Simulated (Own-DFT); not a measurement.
GaP (zincblende, strained, atoms displaced) (calculated)

A calculation, not a measurement: plane-wave PBE density functional theory by an unreviewed code, no spin, of a simulated periodic cell, stress positive in tension, free energy of the whole cell less one offset for each atom, forces on such cells passed a denser k mesh, this cell's mesh not checked; offsets are fitted by least squares, one for each functional and potential file, so energies compare only between cells with the same atoms and settings and are not formation energies; the far tail of each file's local potential was reset to the Coulomb form; each entry is a single point on an unrelaxed cell, so the pressure reflects the starting lattice, mostly measured values (interpolated for alloys), from which strain is counted, and rises with the displacements; printed positions are rounded, which can move forces by about a meV/angstrom; the program, named Own-DFT, is a retired in-house code; no spin-orbit coupling. Program: Own-DFT development build.

Settings shared by all entries: functional PBE; potential files PseudoDojo norm-conserving, scalar-relativistic, standard set; wave cutoff 42 hartree; occupations Fermi-Dirac; smearing width 0.1 eV; hardware one NVIDIA H100; k mesh 3 x 3 x 3 centred on Gamma.

(1) 
```xyz
64
Lattice="10.8620 0.0000 0.0000 0.0000 10.8620 0.0000 0.0000 0.0000 10.9361" Properties=species:S:1:pos:R:3:force_x:R:1:force_y:R:1:force_z:R:1 formula=GaP free_energy_of_cell_above_offsets=-27.100 pressure=5.04 stress_xx=-5.07 stress_yy=-5.26 stress_zz=-4.81 stress_yz=1 stress_xz=-0.62 stress_xy=-0.13 wall_time=752.1
Ga    10.7962    10.8079    10.7925          1      0.453      1.411
Ga    10.7179     2.6047     2.6441       4.43     -0.425      0.897
Ga     2.8180    10.8381     2.7255     -2.048      1.186      0.912
Ga     2.6670     2.7531     0.0947      0.027     -0.704     -1.902
P      1.4678     1.4084     1.3639     -1.778     -1.833      0.295
P      1.5034     4.0345     4.1038     -2.382      0.416     -0.854
P      4.1009     1.4390     3.9022     -0.003     -0.082      2.407
P      3.9070     4.0393     1.3217       2.53      2.028      0.896
Ga    10.8335     0.1277     5.3110      0.395     -0.869       1.51
Ga     0.0364     2.6103     8.2916     -0.212      2.631      0.171
Ga     2.7595    10.7996     8.2777     -0.536     -0.262     -1.338
Ga     2.7440     2.8595     5.5283     -0.336     -2.334     -0.383
P      1.2167     1.3984     6.9700      2.562     -1.547     -2.396
P      1.3761     4.0834     9.6313     -0.319      0.207     -0.617
P      4.0344     1.3091     9.5543      0.393      1.566      0.249
P      4.1021     4.0672     6.7532       0.94      1.554      1.495
Ga    10.7721     5.3677     0.0474      0.691      0.501     -0.158
Ga     0.0108     8.1488     2.7764       -0.2     -0.341      -1.43
Ga     2.5813     5.5660     2.7465      0.945      -2.12       0.02
Ga     2.6555     8.1747    10.9128      0.415      0.598      0.447
P      1.4388     6.8000     1.3607     -2.068      0.624     -0.675
P      1.2685     9.4911     4.0228      1.827      0.808      1.163
P      4.0572     6.5776     4.1254     -1.322      2.978     -2.283
P      3.9750     9.5771     1.4417      1.491     -1.505     -2.322
Ga     0.0784     5.5008     5.3836      1.296     -1.291      1.145
Ga    10.7939     8.0775     8.3047      1.532      0.538     -1.987
Ga     2.6506     5.5494     8.2171      2.095     -3.101      1.661
Ga     2.7958     8.0880     5.3549     -0.981      0.155      0.785
P      1.4893     6.6942     6.9593     -3.083      2.838     -3.109
P      1.3221     9.4446     9.5009     -0.028      0.335      0.582
P      3.9631     6.9156     9.4953      1.515     -0.912      0.783
P      4.1341     9.3294     6.8521     -1.526      1.679     -0.686
Ga     5.4425     0.1210    10.9219      0.046     -0.624       0.91
Ga     5.5024     2.8126     2.6375      0.427     -0.062     -0.195
Ga     8.1348    10.8268     2.9040     -0.864     -1.721     -0.682
Ga     8.1378     2.7373    10.8069      0.471     -0.833      1.367
P      6.9474     1.2244     1.4555     -1.168      1.808     -1.399
P      6.9786     4.1671     4.0658      -2.19     -1.212      0.945
P      9.5327     1.3280     3.8849     -0.863       0.27      2.837
P      9.6389     3.8913     1.4377     -3.232      3.248     -2.251
Ga     5.2784    10.8274     5.5210      0.777      1.286     -0.497
Ga     5.4726     2.7782     8.1792     -0.298     -0.477     -0.069
Ga     8.2123    10.7140     8.1722     -0.992      1.457      0.438
Ga     8.2497     2.7435     5.4517     -0.028     -0.119     -0.271
P      6.8758     1.4614     6.8199     -0.441     -1.354      0.012
P      6.8151     4.1323     9.5644      0.398     -0.137     -0.954
P      9.5676     1.3769     9.5153     -1.824     -0.886      0.437
P      9.6368     4.0589     6.7889       0.08       0.29      0.532
Ga     5.5239     5.4430    10.8500     -2.151        0.2      0.433
Ga     5.2820     8.0774     2.6542      0.726      0.263      0.617
Ga     8.1800     5.4662     2.8183      1.194       1.06     -1.785
Ga     8.3793     8.1811     0.0518     -3.145      0.526      0.289
P      6.7354     6.8306     1.2479      1.273      0.088      1.069
P      6.6945     9.4854     4.1872      0.364     -0.836     -0.214
P      9.6466     6.8279     4.1765     -1.829      0.433     -0.586
P      9.4800     9.5233     1.3962      1.018      0.651      0.859
Ga     5.4015     5.5398     5.3201      2.814     -2.342      2.565
Ga     5.4371     8.1953     8.2262       1.17      -0.78      0.521
Ga     8.2683     5.4722     8.1637     -0.502     -0.418     -0.414
Ga     8.1205     8.0692     5.6394      1.614      2.123     -2.858
P      6.8811     6.8582     6.7848     -2.785     -2.543       2.14
P      6.7415     9.5507     9.6280      0.891     -0.467      -0.01
P      9.4409     6.9396     9.5722      0.531     -2.966      0.343
P      9.4962     9.4394     6.8518      1.254      0.306     -0.818
```

Units: free_energy_of_cell_above_offsets in eV; pressure, stress_xx, stress_yy, stress_zz, stress_yz, stress_xz, stress_xy in GPa; wall_time in s; force_x, force_y, force_z in eV/Å.

(2) 
```xyz
64
Lattice="10.8620 0.0000 0.0000 0.0000 10.8620 0.0000 0.0000 0.0000 10.9361" Properties=species:S:1:pos:R:3:force_x:R:1:force_y:R:1:force_z:R:1 formula=GaP free_energy_of_cell_above_offsets=-29.048 pressure=4.57 stress_xx=-4.98 stress_yy=-4.71 stress_zz=-4.02 stress_yz=0.43 stress_xz=0.09 stress_xy=0.16 wall_time=589.7
Ga     0.0891    10.8269    10.9255     -0.351      0.658      -0.89
Ga    10.8005     2.6062     2.7215      0.994      1.475     -0.531
Ga     2.8580     0.0513     2.7337     -1.788     -1.143     -0.535
Ga     2.7101     2.8185     0.1282     -1.731     -2.764     -1.622
P      1.2838     1.2647     1.4786      1.526      0.469     -1.008
P      1.3499     4.0048     4.0593     -0.187      1.153     -1.376
P      4.0833     1.2915     4.0124      0.641      1.842      1.599
P      3.9691     4.0199     1.3219      1.396      1.227      2.524
Ga     0.0241    10.7771     5.4277      0.052      1.199     -0.029
Ga    10.7440     2.6866     8.2387      1.196      0.121     -0.757
Ga     2.8710    10.8105     8.2116     -1.991      1.296      0.731
Ga     2.7645     2.8617     5.3517      0.332     -1.632      1.073
P      1.3952     1.3895     6.8077     -0.135     -0.276      0.173
P      1.4093     4.0192     9.5926     -1.483     -0.377      0.349
P      4.1071     1.4513     9.5788     -1.676     -0.753      1.131
P      4.0595     4.0132     6.9305      -0.26      0.796     -0.366
Ga     0.0257     5.4010     0.0008     -0.164     -0.152     -0.258
Ga     0.0454     8.1888     2.7687     -0.452     -1.466      0.099
Ga     2.6716     5.5327     2.5938      0.155     -0.273       1.21
Ga     2.7664     8.0052    10.8977      0.525      1.916     -0.051
P      1.3815     6.8609     1.2309     -1.322     -0.778      1.412
P      1.3971     9.4750     4.0519     -0.402      1.496     -0.616
P      4.1495     6.8587     4.1107     -1.163     -1.361       0.18
P      4.0692     9.4243     1.5296      0.263      0.132      -2.34
Ga    10.8168     5.3511     5.3154      0.189     -0.429      1.745
Ga    10.7978     8.0360     8.2888      0.827      2.906     -1.639
Ga     2.5147     5.3820     8.2323      0.881      0.886     -1.229
Ga     2.6482     8.2157     5.3206      0.851     -0.989      2.203
P      1.1250     6.8329     6.8630      1.954     -1.176     -1.586
P      1.3616     9.4167     9.5709      0.703      0.601     -0.368
P      4.0085     6.7977     9.4527      0.579     -1.237      0.513
P      4.0844     9.6574     6.8157      0.438     -1.708     -1.609
Ga     5.4051     0.1244    10.9182      0.007     -0.609      1.196
Ga     5.3864     2.7995     2.7791       0.49     -0.449      0.166
Ga     8.2235    10.7202     2.6112     -0.153      0.757        0.2
Ga     8.1532     2.6567    10.8112      -1.95      0.825      2.135
P      6.7724     1.3589     1.4861      0.278      0.316     -1.169
P      6.7465     3.9454     4.3493     -1.055      1.841     -2.677
P      9.4959     1.3760     3.9128     -0.999     -1.765      2.209
P      9.5297     3.9111     1.2599     -0.289      1.399      0.543
Ga     5.5069     0.0799     5.4214      0.132      0.096      0.535
Ga     5.4147     2.6950     8.3326      0.806      0.121     -1.762
Ga     8.1299    10.8143     8.0386      0.884     -0.461      1.864
Ga     8.1439     2.6659     5.3979      0.915     -1.622      0.826
P      6.8848     1.3333     6.9204     -1.726      1.314     -1.467
P      6.8268     4.0159     9.4894     -0.654      1.123      1.426
P      9.4270     1.4720     9.6131      1.644     -3.581     -1.403
P      9.4256     3.9514     6.7852      0.678      1.281      0.274
Ga     5.2960     5.3259     0.1028      1.204      0.903     -1.934
Ga     5.4635     8.0968     2.7617      0.911       0.61      0.137
Ga     8.0653     5.3780     2.5892      1.692     -1.893      2.235
Ga     8.1508     8.1298     0.0593     -0.351      0.207     -0.731
P      6.7835     6.6553     1.4298     -1.329      1.615     -1.631
P      6.8427     9.5656     4.0850     -0.118      -0.73     -0.349
P      9.4122     6.6768     4.2031      0.005      0.889     -2.351
P      9.6740     9.4589     1.3081     -1.305     -0.269      0.089
Ga     5.3917     5.4291     5.5498     -0.613     -0.547     -0.212
Ga     5.3140     8.2209     8.1976      0.955     -0.184     -0.708
Ga     8.1063     5.4344     8.2095      0.425      0.519     -0.996
Ga     8.1326     8.1642     5.4425     -0.255     -0.078     -0.362
P      6.7529     6.8120     6.6728      0.099      0.498      2.325
P      6.6809     9.6229     9.5377      1.052     -1.109      0.372
P      9.5882     6.8559     9.5308     -2.699     -2.344      2.024
P      9.4614     9.4810     6.7319       0.92     -0.331      1.064
```

Units: free_energy_of_cell_above_offsets in eV; pressure, stress_xx, stress_yy, stress_zz, stress_yz, stress_xz, stress_xy in GPa; wall_time in s; force_x, force_y, force_z in eV/Å.

(3) 
```xyz
64
Lattice="10.8620 0.0000 0.0000 0.0000 10.8620 0.0000 0.0000 0.0000 10.9361" Properties=species:S:1:pos:R:3:force_x:R:1:force_y:R:1:force_z:R:1 formula=GaP free_energy_of_cell_above_offsets=-28.403 pressure=4.75 stress_xx=-4.95 stress_yy=-4.85 stress_zz=-4.45 stress_yz=0.75 stress_xz=-0.37 stress_xy=0.47 wall_time=577.5
Ga     0.0114     0.0605    10.8948     -0.003     -0.184     -0.008
Ga    10.7823     2.7150     2.7883      0.698     -0.196     -0.258
Ga     2.6575    10.6779     2.7464      1.705      2.218     -0.856
Ga     2.5188     2.6828     0.0174      1.519      0.206      0.089
P      1.3541     1.3174     1.4234     -0.612     -0.207      0.519
P      1.2957     4.0811     4.0400      1.251     -0.464      0.506
P      4.1365     1.2980     4.1986     -1.225      0.758     -2.377
P      4.0006     4.0841     1.3022      1.055     -0.922      0.404
Ga     0.0190     0.1045     5.4537     -0.264     -1.414     -0.285
Ga    10.8383     2.7211     8.1954      1.172     -0.045     -0.343
Ga     2.6479    10.8330     8.0922      1.074     -0.752      1.051
Ga     2.8271     2.7239     5.5128     -1.068      0.035     -0.748
P      1.3722     1.2654     6.7492      0.336      2.025      0.875
P      1.3100     4.1028     9.6472      0.216     -1.277     -1.584
P      4.0483     1.4502     9.5447     -0.733     -0.698     -0.202
P      4.1585     4.0752     6.7505     -0.097      0.599        1.4
Ga    10.8124     5.2455    10.9341     -0.103      2.327      0.335
Ga    10.7727     8.2211     2.6902      1.626     -1.614      0.915
Ga     2.7198     5.4300     2.6651      1.046      -0.75      1.718
Ga     2.7358     8.2092     0.1574     -0.722      -1.67     -1.455
P      1.4645     6.6794     1.4079     -2.336      1.678     -1.006
P      1.4684     9.5154     4.1051     -3.312     -0.396      0.255
P      4.0730     6.7690     4.2507     -0.217      0.433     -2.273
P      4.0819     9.4633     1.3515      1.454      0.678      0.642
Ga     0.0291     5.4408     5.3963      0.832     -1.263      1.745
Ga    10.7364     8.1254     8.0663      2.664     -0.269      0.964
Ga     2.7064     5.4312     8.3432      -0.79     -1.968     -2.223
Ga     2.7365     8.2784     5.3820      0.031     -2.241      1.209
P      1.4114     6.6975     6.9087     -0.438      1.241     -1.134
P      1.3829     9.4810     9.6874     -0.255     -0.158     -1.455
P      3.9723     6.6084     9.5494       2.16      3.781       1.44
P      4.1424     9.4294     6.6744      -0.26      0.348      2.341
Ga     5.3891    10.8617    10.8448     -1.602      1.073      0.966
Ga     5.5976     2.5725     2.7423     -1.994      1.609      0.594
Ga     8.1629     0.0444     2.8529      -0.19     -0.316      -1.73
Ga     8.0956     2.6526     0.0337      1.367      1.115     -0.666
P      6.7051     1.3979     1.2471       1.06     -1.829      0.663
P      6.8288     4.1401     4.0808     -0.185     -0.953      -0.49
P      9.4948     1.3449     4.1380     -0.546      0.728       0.23
P      9.5314     4.1236     1.4668      -1.67     -0.507     -0.136
Ga     5.3440     0.0366     5.4991       0.77     -1.287     -0.506
Ga     5.5013     2.6220     8.1532     -1.325      2.223      1.506
Ga     8.0721    10.7758     8.1420     -0.376      2.037      0.226
Ga     7.9784     2.6910     5.4738      1.469      0.507      0.086
P      6.5653     1.4254     6.7254      2.688     -1.759      0.418
P      6.8466     4.1090     9.5838      -0.72     -0.915      0.156
P      9.5403     1.3805     9.4643     -1.261     -0.638      1.008
P      9.5407     3.9698     6.8295     -1.018       1.02     -0.567
Ga     5.4288     5.4752    10.8777     -0.348      -1.22      0.379
Ga     5.5326     8.0602     2.6394     -1.427      1.003      1.736
Ga     8.0690     5.5799     2.8060      2.269     -1.422      0.902
Ga     8.1250     8.1372     0.1025      0.118     -0.335     -1.056
P      6.7656     6.6518     1.4670     -0.119        1.2     -2.476
P      6.7719     9.5852     4.0725      0.074     -1.069       0.59
P      9.5694     6.7538     4.2517     -0.718      1.369     -2.157
P      9.5535     9.4900     1.3432     -1.121      1.305     -0.093
Ga     5.5163     5.4746     5.3698     -0.519     -0.459      0.996
Ga     5.5220     8.1696     8.2064      -0.84     -0.958     -0.371
Ga     8.1046     5.4328     8.2724      1.076     -0.216     -1.069
Ga     8.2660     8.1572     5.4664     -0.825      0.869      0.595
P      6.8632     6.7102     6.7731      0.029      1.077      0.598
P      6.7072     9.6681     9.5875      1.223     -2.368     -0.227
P      9.5831     6.8108     9.4121     -1.322     -0.773      2.472
P      9.5617     9.6061     6.9900      -0.42      0.052     -2.778
```

Units: free_energy_of_cell_above_offsets in eV; pressure, stress_xx, stress_yy, stress_zz, stress_yz, stress_xz, stress_xy in GPa; wall_time in s; force_x, force_y, force_z in eV/Å.

(4) 
```xyz
64
Lattice="10.8620 0.0000 0.0000 0.0000 10.8620 0.0000 0.0000 0.0000 10.9361" Properties=species:S:1:pos:R:3:force_x:R:1:force_y:R:1:force_z:R:1 formula=GaP free_energy_of_cell_above_offsets=-29.803 pressure=4.38 stress_xx=-4.6 stress_yy=-4.54 stress_zz=-4 stress_yz=0.03 stress_xz=-0.35 stress_xy=0.14 wall_time=559.3
Ga    10.8595    10.8116    10.8808      0.805      -0.05      0.448
Ga     0.0486     2.6788     2.6470     -1.461      0.956      0.833
Ga     2.8276    10.7425     2.9088     -1.395      0.419     -1.679
Ga     2.7826     2.5889    10.8986     -1.592      0.522      0.628
P      1.2187     1.3637     1.3826      2.425     -1.739     -0.915
P      1.3607     3.9897     4.0677      0.103      0.924     -0.357
P      4.0770     1.3490     3.9875      0.638      0.622      1.626
P      3.9383     4.0656     1.3040      1.596      0.297      0.214
Ga     0.0316     0.0348     5.4503     -0.248     -0.188      0.529
Ga     0.0353     2.7348     8.0841      1.396     -0.982       3.31
Ga     2.8281     0.0288     8.1755      -0.25     -0.791      0.649
Ga     2.7302     2.7035     5.3998     -0.183     -0.808      0.701
P      1.3643     1.3184     6.9857      0.721     -0.158     -1.974
P      1.4727     4.1195     9.5851     -1.041     -0.865      0.028
P      4.1479     1.3701     9.6150      0.358      -0.89     -0.722
P      4.1211     3.9424     6.8401      0.046      1.012     -1.053
Ga    10.8602     5.3824     0.1044      0.954      0.858     -1.733
Ga     0.0553     8.0740     2.7049     -1.111      1.257      0.695
Ga     2.7482     5.4725     2.6814     -0.813     -1.018       0.18
Ga     2.6519     8.1425    10.8677       0.82     -0.393      1.797
P      1.3274     6.7679     1.4076       0.65      0.112     -0.737
P      1.4202     9.4954     4.1682     -0.408     -0.763     -0.081
P      4.1348     6.6102     4.0674      0.558      0.861      0.108
P      4.0977     9.5100     1.4637     -0.032     -0.406      -1.42
Ga    10.8359     5.4098     5.3396      1.393      -0.59      1.865
Ga    10.6799     8.1714     8.2545      1.271      0.433     -0.742
Ga     2.7842     5.2968     8.1223     -0.563      1.692     -0.003
Ga     2.8265     7.9715     5.3776     -0.419      0.888      0.469
P      1.3648     6.9749     6.8319     -0.337     -2.138      0.209
P      1.3915     9.4115     9.5976     -0.898      1.475     -1.256
P      4.0178     6.8051     9.6079       0.83     -0.598     -0.646
P      4.1093     9.4039     6.8537     -0.981       1.72     -2.156
Ga     5.5503     0.0464     0.0119     -1.216     -1.044      0.025
Ga     5.3869     2.8549     2.8145     -0.761     -0.807     -1.826
Ga     8.0679    10.7818     2.8044      1.182       1.45     -1.876
Ga     8.0541     2.6901    10.8593       1.05     -0.523      0.798
P      6.6902     1.3295     1.4101      1.187      1.288      0.822
P      6.8088     4.1002     3.9823     -0.833     -1.103      2.626
P      9.4594     1.3172     4.0442      0.597      0.149     -0.075
P      9.5480     4.1253     1.2961     -1.895     -1.338      1.485
Ga     5.4634    10.8292     5.3824     -0.251       0.46      0.918
Ga     5.4392     2.7697     8.2477     -0.067     -0.406      0.257
Ga     8.0920    10.8617     8.3162      0.297      0.076     -0.933
Ga     8.0823     2.6553     5.3590      0.566      0.262      0.674
P      6.7316     1.4772     6.8634      0.377     -1.426     -0.295
P      6.7485     4.0831     9.5884      0.262      0.897     -0.197
P      9.6111     1.2914     9.5784     -1.141      1.214     -0.726
P      9.6819     3.8577     6.8053     -2.991       2.87     -2.043
Ga     5.5179     5.5575     0.0779     -2.399     -1.941     -1.773
Ga     5.4603     8.0897     2.7083     -0.154      0.156      0.305
Ga     8.0764     5.3865     2.8695      2.439       1.72     -1.997
Ga     8.2034     8.1371     0.0239     -0.704     -0.768     -0.004
P      6.7495     6.6858     1.3714      2.327      1.907      1.546
P      6.8711     9.5136     4.0603     -1.656      -1.63      0.884
P      9.5085     6.8034     4.2701     -0.712       0.28      -2.29
P      9.4229     9.5891     1.2600      0.695     -0.842      1.545
Ga     5.5458     5.4328     5.5137     -0.599     -0.853     -0.087
Ga     5.3024     8.3043     8.2519      1.385     -2.159      0.965
Ga     8.2334     5.4017     8.2170     -0.432     -0.664     -1.056
Ga     8.0803     8.1307     5.4683      0.802      0.825     -0.252
P      6.8153     6.8535     6.7365     -0.658     -0.689      2.351
P      6.7659     9.4175     9.6404      0.189      0.565     -0.255
P      9.4814     6.7704     9.5502      0.337      -0.48      1.078
P      9.4391     9.4835     6.7743     -0.055      0.884      0.591
```

Units: free_energy_of_cell_above_offsets in eV; pressure, stress_xx, stress_yy, stress_zz, stress_yz, stress_xz, stress_xy in GPa; wall_time in s; force_x, force_y, force_z in eV/Å.
